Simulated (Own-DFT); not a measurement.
# Computed records: GaP (zincblende, atoms displaced)

Computed with Own-DFT development build. A calculation, not a measurement: plane-wave PBE density functional theory by an unreviewed code, no spin, of a simulated periodic cell, stress positive in tension, free energy of the whole cell less one offset for each atom, forces on such cells passed a denser k mesh, this cell's mesh not checked; offsets are fitted by least squares, one for each functional and potential file, so energies compare only between cells with the same atoms and settings and are not formation energies; the far tail of each file's local potential was reset to the Coulomb form; each entry is a single point on an unrelaxed cell, so the pressure reflects the starting lattice, mostly measured values (interpolated for alloys), from which strain is counted, and rises with the displacements; printed positions are rounded, which can move forces by about a meV/angstrom; the program, named Own-DFT, is a retired in-house code; no spin-orbit coupling.

Settings shared by all entries: functional PBE; potential files PseudoDojo norm-conserving, scalar-relativistic, standard set; wave cutoff 42 hartree; occupations Fermi-Dirac; smearing width 0.1 eV; k mesh 3 x 3 x 3 centred on Gamma.

(1) 
```cif
# cell vector a (Å): 10.9010 0.0000 0.0000
# cell vector b (Å): 0.0000 10.9010 0.0000
# cell vector c (Å): 0.0000 0.0000 10.9010
data_GaP
_symmetry_space_group_name_H-M 'P 1'
_symmetry_Int_Tables_number 1
_cell_length_a 10.9010
_cell_length_b 10.9010
_cell_length_c 10.9010
_cell_angle_alpha 90.000
_cell_angle_beta 90.000
_cell_angle_gamma 90.000
_cell_volume 1295.39
loop_
_atom_site_label
_atom_site_type_symbol
_atom_site_fract_x
_atom_site_fract_y
_atom_site_fract_z
_atom_site_occupancy
Ga1 Ga 0.99984 0.00243 0.99909 1
Ga2 Ga 0.00046 0.25000 0.24976 1
Ga3 Ga 0.24936 0.99739 0.25128 1
Ga4 Ga 0.24976 0.25078 0.99935 1
P1 P 0.12649 0.12567 0.12393 1
P2 P 0.12514 0.37233 0.37538 1
P3 P 0.37318 0.12525 0.37342 1
P4 P 0.37710 0.37255 0.12644 1
Ga5 Ga 0.99702 0.00155 0.50102 1
Ga6 Ga 0.00456 0.24891 0.75171 1
Ga7 Ga 0.25346 0.99639 0.74564 1
Ga8 Ga 0.25154 0.25182 0.50109 1
P5 P 0.12747 0.12314 0.62656 1
P6 P 0.12019 0.37797 0.87572 1
P7 P 0.37550 0.12607 0.87503 1
P8 P 0.37302 0.37581 0.62070 1
Ga9 Ga 0.00420 0.49921 0.00183 1
Ga10 Ga 0.00104 0.75350 0.25004 1
Ga11 Ga 0.25368 0.49865 0.25186 1
Ga12 Ga 0.25035 0.74878 0.99812 1
P9 P 0.12381 0.62543 0.12548 1
P10 P 0.12361 0.87919 0.37900 1
P11 P 0.37595 0.62675 0.37537 1
P12 P 0.37786 0.87469 0.12629 1
Ga13 Ga 0.99985 0.49740 0.50071 1
Ga14 Ga 0.00199 0.74842 0.75088 1
Ga15 Ga 0.25126 0.50005 0.74647 1
Ga16 Ga 0.24922 0.74899 0.49975 1
P13 P 0.12305 0.62263 0.62436 1
P14 P 0.12580 0.87347 0.87354 1
P15 P 0.37164 0.62571 0.87466 1
P16 P 0.37474 0.87410 0.62463 1
Ga17 Ga 0.49966 0.00110 0.00036 1
Ga18 Ga 0.49880 0.24903 0.25339 1
Ga19 Ga 0.75041 0.00601 0.25215 1
Ga20 Ga 0.75133 0.24808 0.00079 1
P17 P 0.62385 0.12553 0.12539 1
P18 P 0.62260 0.37759 0.37420 1
P19 P 0.87591 0.12569 0.37550 1
P20 P 0.87484 0.37218 0.12562 1
Ga21 Ga 0.50117 0.00014 0.49832 1
Ga22 Ga 0.50014 0.24841 0.75003 1
Ga23 Ga 0.74785 0.00021 0.74958 1
Ga24 Ga 0.74942 0.25240 0.49736 1
P21 P 0.62353 0.12442 0.62519 1
P22 P 0.62438 0.37439 0.87701 1
P23 P 0.87403 0.12402 0.87464 1
P24 P 0.87598 0.37350 0.62492 1
Ga25 Ga 0.49954 0.49780 0.00008 1
Ga26 Ga 0.50028 0.75264 0.24978 1
Ga27 Ga 0.75040 0.49863 0.25067 1
Ga28 Ga 0.74917 0.75115 0.99795 1
P25 P 0.62129 0.62494 0.12447 1
P26 P 0.62488 0.87597 0.37292 1
P27 P 0.87602 0.62479 0.37606 1
P28 P 0.87668 0.87570 0.12657 1
Ga29 Ga 0.49935 0.49937 0.50074 1
Ga30 Ga 0.50027 0.74770 0.75012 1
Ga31 Ga 0.74767 0.49926 0.75109 1
Ga32 Ga 0.74850 0.75187 0.50409 1
P29 P 0.62329 0.62492 0.62625 1
P30 P 0.62603 0.87641 0.87467 1
P31 P 0.87628 0.62377 0.87065 1
P32 P 0.87142 0.87497 0.62193 1
_calc_free_energy_of_cell_above_offsets '-35.780'  # eV
_calc_pressure 2.7  # GPa
_calc_stress_xx -2.7  # GPa
_calc_stress_yy -2.71  # GPa
_calc_stress_zz -2.7  # GPa
_calc_stress_yz -0.28  # GPa
_calc_stress_xz 0.01  # GPa
_calc_stress_xy -0.08  # GPa
```

Force:
```csv
element,x (eV/Å),y (eV/Å),z (eV/Å)
Ga,0.112,-0.326,0.057
Ga,0.095,-0.146,-0.04
Ga,0.004,0.187,-0.236
Ga,-0.058,0.164,-0.065
P,-0.058,-0.153,0.134
P,0.068,0.284,-0.042
P,0.062,-0.14,0.359
P,-0.229,0.136,-0.146
Ga,0.104,0.069,0.205
Ga,-0.475,-0.087,-0.159
Ga,-0.213,0.249,0.605
Ga,-0.34,-0.472,-0.257
P,-0.108,0.159,-0.196
P,1.005,-0.296,-0.216
P,-0.24,-0.228,-0.12
P,0.452,-0.15,0.677
Ga,-0.83,0.295,0.071
Ga,-0.025,-0.226,0.256
Ga,-0.325,0.088,-0.156
Ga,-0.132,0.224,0.403
P,0.453,0.009,0.261
P,0.088,-0.429,-0.224
P,0.026,-0.036,-0.016
P,-0.53,0.045,-0.32
Ga,-0.062,0.062,-0.197
Ga,-0.266,0.226,-0.363
Ga,-0.307,-0.033,0.292
Ga,-0.138,0.035,0.093
P,0.212,0.214,-0.116
P,0.012,0.362,0.092
P,0.475,-0.41,-0.069
P,0.433,-0.256,-0.308
Ga,0.065,-0.062,-0.047
Ga,0.167,-0.007,-0.244
Ga,0.016,-0.539,-0.307
Ga,-0.16,0.058,-0.041
P,0.051,0.111,0.081
P,0.147,-0.238,0.102
P,-0.038,0.29,0.036
P,0.083,0.35,-0.091
Ga,-0.257,-0.028,0.013
Ga,-0.098,0.318,-0.1
Ga,0.208,0.002,-0.097
Ga,-0.064,-0.117,0.257
P,0.199,0.213,-0.263
P,0.078,-0.144,-0.202
P,0.096,0.105,-0.196
P,-0.175,-0.076,0.219
Ga,-0.223,0.24,-0.017
Ga,0.079,-0.303,0.071
Ga,-0.004,0.339,-0.196
Ga,0.276,-0.251,0.219
P,0.487,0.006,0
P,0.24,0.003,0.24
P,-0.154,0.154,0.007
P,-0.373,0.225,-0.212
Ga,0.02,0.321,-0.114
Ga,-0.14,0.309,0.182
Ga,0.213,-0.131,-0.165
Ga,-0.144,-0.383,-0.681
P,0.109,-0.179,-0.113
P,-0.366,-0.113,-0.008
P,-0.142,-0.021,0.686
P,0.543,0.128,0.718
```

(2) 
```cif
# cell vector a (Å): 10.9010 0.0000 0.0000
# cell vector b (Å): 0.0000 10.9010 0.0000
# cell vector c (Å): 0.0000 0.0000 10.9010
data_GaP
_symmetry_space_group_name_H-M 'P 1'
_symmetry_Int_Tables_number 1
_cell_length_a 10.9010
_cell_length_b 10.9010
_cell_length_c 10.9010
_cell_angle_alpha 90.000
_cell_angle_beta 90.000
_cell_angle_gamma 90.000
_cell_volume 1295.39
loop_
_atom_site_label
_atom_site_type_symbol
_atom_site_fract_x
_atom_site_fract_y
_atom_site_fract_z
_atom_site_occupancy
Ga1 Ga 0.99649 0.00091 0.99585 1
Ga2 Ga 0.99916 0.24748 0.24802 1
Ga3 Ga 0.24611 0.99991 0.25205 1
Ga4 Ga 0.24984 0.25008 0.00084 1
P1 P 0.12133 0.12482 0.12399 1
P2 P 0.12641 0.37248 0.37523 1
P3 P 0.37405 0.12431 0.37698 1
P4 P 0.37453 0.37556 0.12614 1
Ga5 Ga 0.99845 0.00214 0.49966 1
Ga6 Ga 0.99948 0.24932 0.74843 1
Ga7 Ga 0.25079 0.00057 0.74976 1
Ga8 Ga 0.25096 0.24868 0.49704 1
P5 P 0.12530 0.12618 0.62603 1
P6 P 0.12351 0.38005 0.87425 1
P7 P 0.37883 0.12486 0.87639 1
P8 P 0.37952 0.37354 0.62580 1
Ga9 Ga 0.00405 0.49863 0.00037 1
Ga10 Ga 0.99761 0.75263 0.25160 1
Ga11 Ga 0.24911 0.50150 0.24837 1
Ga12 Ga 0.24863 0.75136 0.00178 1
P9 P 0.12650 0.62750 0.12350 1
P10 P 0.12281 0.87547 0.37570 1
P11 P 0.37768 0.62795 0.37328 1
P12 P 0.37353 0.87486 0.12514 1
Ga13 Ga 0.00281 0.49744 0.49983 1
Ga14 Ga 0.00307 0.75021 0.74917 1
Ga15 Ga 0.24970 0.50037 0.74816 1
Ga16 Ga 0.25042 0.75214 0.49646 1
P13 P 0.12392 0.62792 0.62647 1
P14 P 0.12857 0.87343 0.87782 1
P15 P 0.37240 0.62591 0.87460 1
P16 P 0.37515 0.87570 0.62580 1
Ga17 Ga 0.50278 0.00323 0.99950 1
Ga18 Ga 0.49981 0.25360 0.24991 1
Ga19 Ga 0.74862 0.99642 0.25101 1
Ga20 Ga 0.74781 0.24772 0.99865 1
P17 P 0.62436 0.12137 0.12645 1
P18 P 0.62511 0.37690 0.37507 1
P19 P 0.87648 0.12279 0.37669 1
P20 P 0.87282 0.37251 0.12505 1
Ga21 Ga 0.49568 0.00085 0.50245 1
Ga22 Ga 0.50223 0.24896 0.74991 1
Ga23 Ga 0.74811 0.00046 0.74672 1
Ga24 Ga 0.74993 0.25033 0.49961 1
P21 P 0.62287 0.12625 0.62892 1
P22 P 0.62692 0.37905 0.87441 1
P23 P 0.87438 0.12602 0.87399 1
P24 P 0.87363 0.37670 0.62388 1
Ga25 Ga 0.49969 0.49869 0.00224 1
Ga26 Ga 0.49763 0.75055 0.24800 1
Ga27 Ga 0.74923 0.49850 0.25212 1
Ga28 Ga 0.75115 0.74953 0.00228 1
P25 P 0.62563 0.62805 0.12259 1
P26 P 0.62599 0.87371 0.37651 1
P27 P 0.87560 0.62253 0.37510 1
P28 P 0.87366 0.87345 0.12230 1
Ga29 Ga 0.49917 0.50282 0.50155 1
Ga30 Ga 0.49962 0.75149 0.75222 1
Ga31 Ga 0.74922 0.49894 0.75003 1
Ga32 Ga 0.75087 0.75477 0.50162 1
P29 P 0.62570 0.62519 0.62731 1
P30 P 0.62588 0.87544 0.87395 1
P31 P 0.87506 0.62761 0.87729 1
P32 P 0.87474 0.87628 0.62420 1
_calc_free_energy_of_cell_above_offsets '-35.713'  # eV
_calc_pressure 2.72  # GPa
_calc_stress_xx -2.72  # GPa
_calc_stress_yy -2.71  # GPa
_calc_stress_zz -2.73  # GPa
_calc_stress_yz 0.16  # GPa
_calc_stress_xz 0.05  # GPa
_calc_stress_xy 0.18  # GPa
```

Force:
```csv
element,x (eV/Å),y (eV/Å),z (eV/Å)
Ga,0.27,-0.243,0.196
Ga,-0.129,0.242,0.255
Ga,0.224,0.065,-0.278
Ga,-0.108,0.055,-0.232
P,0.32,-0.184,-0.125
P,-0.094,0.183,-0.322
P,0.154,0.042,-0.54
P,-0.083,-0.049,-0.093
Ga,0.282,-0.2,0.321
Ga,-0.029,0.362,0.15
Ga,0.014,0.017,0.236
Ga,0.078,0.2,0.55
P,0.072,-0.105,-0.164
P,0.349,-0.843,-0.186
P,-0.485,0.23,-0.155
P,-0.604,0.09,-0.19
Ga,-0.684,0.345,0.25
Ga,0.07,-0.389,-0.229
Ga,0.047,0.073,0.269
Ga,0.431,-0.205,-0.089
P,-0.4,-0.125,0.44
P,-0.049,0.099,0.049
P,-0.421,-0.401,0.161
P,0.093,0.461,-0.043
Ga,-0.085,0.276,0.047
Ga,-0.434,0.252,0.397
Ga,0.187,0.041,-0.053
Ga,0,-0.153,0.343
P,0.384,-0.358,-0.611
P,-0.464,0.471,-0.435
P,0.227,-0.109,0.215
P,-0.185,-0.211,-0.031
Ga,-0.229,-0.644,0.078
Ga,0.045,-0.441,0.127
Ga,0.269,0.123,0.009
Ga,-0.021,0.146,0.139
P,0.118,0.57,0.181
P,-0.209,-0.159,0.225
P,-0.443,0.278,-0.385
P,0.185,0.213,-0.083
Ga,0.556,-0.063,-0.114
Ga,-0.079,0.399,0.481
Ga,0.209,-0.057,0.331
Ga,-0.093,-0.125,0.061
P,0.25,-0.127,-0.806
P,-0.353,-0.595,0.233
P,-0.194,-0.091,-0.288
P,0.173,-0.227,0.085
Ga,-0.034,0.377,-0.309
Ga,0.454,0.176,-0.02
Ga,0.07,0.299,-0.438
Ga,-0.206,0.111,-0.499
P,-0.162,-0.473,0.482
P,-0.565,0.207,-0.023
P,-0.045,0.3,0.198
P,0.199,0.404,0.337
Ga,0.176,-0.031,-0.056
Ga,-0.005,-0.215,-0.077
Ga,0.392,0.477,0.076
Ga,0.002,-0.759,-0.092
P,-0.029,0.293,-0.184
P,0.082,0.031,0.263
P,0.212,-0.39,-0.3
P,0.326,0.064,0.265
```
